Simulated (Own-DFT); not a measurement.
# Response to strain: zincblende InP, 64 atoms (In32P32)

Everything here is calculated. The program is Own-DFT (plane waves, in-house, since retired, never reviewed by a person); positions were held fixed, and spin and spin-orbit coupling were off.

Settings: PBE; PseudoDojo norm-conserving scalar-relativistic files; cutoff 36 hartree; 3 x 3 x 3 k mesh centred on Gamma; Fermi-Dirac smearing of 0.1 eV.

Known weak points: forces on such cells moved up to 12 meV/angstrom on a denser k mesh; stress not checked against mesh or cutoff.

Unstrained cell vectors in Å: (11.737, 0.000, 0.000); (0.000, 11.737, 0.000); (0.000, 0.000, 11.737). The unstrained cell has measured lattice constants (interpolated for alloys), not those of this functional. That, the random moves and any unrelaxed bonds set the pressure at no strain. The cell is deformed uniformly in each run, and the atoms keep their fractional places. Each atom got a random Gaussian move of width 0.05 Å along each axis. Strains are tensor components in per cent; tension counts as positive stress, and P is minus the mean normal stress.

| run | e_xx (%) | e_yy (%) | e_zz (%) | e_yz (%) | e_xz (%) | e_xy (%) | s_xx (GPa) | s_yy (GPa) | s_zz (GPa) | s_yz (GPa) | s_xz (GPa) | s_xy (GPa) | P (GPa) | E (meV/atom) |
|---|---|---|---|---|---|---|---|---|---|---|---|---|---|---|
| 1 | -1.00 | 0.19 | 0.84 | 1.68 | -0.82 | 1.80 | -4.20 | -3.74 | -3.55 | 2.41 | -1.17 | 2.59 | 3.83 | 19.5 |
| 2 | -1.79 | -1.79 | -1.65 | 1.55 | 0.42 | -0.22 | -8.09 | -8.15 | -8.22 | 2.24 | 0.76 | -0.67 | 8.15 | 59.6 |
| 3 | -1.78 | -1.50 | 1.90 | -1.93 | 1.24 | -0.28 | -5.38 | -5.42 | -3.94 | -2.46 | 1.16 | -1.24 | 4.91 | 34.7 |
| 4 | -0.79 | 0.52 | 1.80 | -0.10 | -1.62 | 1.40 | -2.97 | -2.53 | -2.09 | 0.30 | -2.19 | 1.69 | 2.53 | 0.0 |
| 5 | 0.82 | -1.10 | 1.75 | -1.90 | -1.42 | -1.53 | -2.70 | -3.38 | -2.22 | -2.21 | -2.09 | -2.21 | 2.77 | 10.4 |
| 6 | -0.06 | -1.70 | 1.89 | 1.52 | 0.05 | 0.05 | -3.60 | -4.15 | -2.77 | 2.19 | -0.26 | 0.13 | 3.51 | 5.4 |
| 7 | -1.72 | 0.29 | 1.08 | -0.18 | 0.11 | -0.59 | -4.33 | -3.67 | -3.27 | 0.47 | -0.05 | -0.47 | 3.76 | 2.0 |
| 8 | -0.78 | 0.49 | -0.45 | -0.29 | 1.39 | 0.35 | -4.44 | -3.90 | -4.27 | -0.32 | 1.51 | 0.11 | 4.20 | 13.1 |
| 9 | 1.67 | -0.83 | 1.39 | 1.61 | -1.08 | -1.18 | -1.75 | -2.65 | -1.85 | 1.51 | -1.03 | -1.43 | 2.08 | 0.8 |
| 10 | 1.22 | 0.04 | 0.29 | -0.39 | 1.50 | -1.87 | -2.48 | -2.86 | -2.84 | 0.24 | 2.68 | -2.54 | 2.73 | 10.4 |
| 11 | -1.39 | -0.99 | -1.30 | -1.03 | -0.80 | -0.59 | -6.56 | -6.54 | -6.59 | -1.70 | -1.95 | -0.47 | 6.57 | 29.0 |
| 12 | -1.07 | 1.63 | -0.85 | -0.11 | -1.61 | -0.74 | -4.52 | -3.43 | -4.41 | -0.77 | -2.79 | -1.06 | 4.12 | 25.1 |
| 13 | 1.05 | -1.67 | -1.26 | 1.94 | -0.99 | -0.74 | -4.50 | -5.58 | -5.41 | 2.86 | -0.93 | -1.06 | 5.16 | 23.8 |
| 14 | 1.08 | -1.67 | 0.78 | -1.27 | -0.88 | 1.76 | -3.20 | -4.21 | -3.34 | -2.00 | -0.94 | 2.02 | 3.58 | 13.0 |
| 15 | -1.30 | -1.26 | -1.14 | -1.85 | -0.60 | -0.55 | -6.78 | -6.76 | -6.75 | -3.04 | -1.57 | -0.89 | 6.77 | 41.9 |
| 16 | 0.03 | -0.20 | 1.94 | 1.35 | 1.02 | 0.15 | ? | ? | ? | ? | ? | ? | ? | ? |

The last column gives the free energy per atom over the lowest of the runs shown.

## Worked fit

Least squares on the runs shown: each stress against a constant and the strains, taken as fractions with shears doubled. Shear strains stay in the fit of a normal stress only where such slopes are resolved. The slopes, in GPa:

```
stress,at no strain,per e_xx,per e_yy,per e_zz,scatter
s_xx,-3.8,100 ± 4,66 ± 4,68 ± 3,0.17
s_yy,-3.8,67 ± 3,106 ± 4,67 ± 3,0.15
s_zz,-3.8,64 ± 4,66 ± 5,108 ± 4,0.18
```

The slope of each shear stress on twice its own strain, from a fit on all six strains: yz 70 ± 5, xz 73 ± 5, xy 63 ± 4 GPa. These are stiffnesses along x, y and z of the frame in which the cell vectors are given, which need not be the crystal's axes. No internal relaxation is included, and where it is allowed it would reduce some of the slopes. The table should be nearly symmetric about its diagonal, and what it lacks of that shows the noise. A ninth of the table's sum, 79 ± 2 GPa, estimates the bulk modulus near the mean pressure of these runs, 4.3 GPa, so it lies above the value at zero pressure.

## Prediction

The question: what normal stresses and pressure should run 16 give?

The fitted form gives s_xx = -2.6, s_yy = -2.7, s_zz = -1.8 and P = 2.3 GPa. The run itself gave -2.55, -2.79, -1.91 and P = 2.42 GPa.
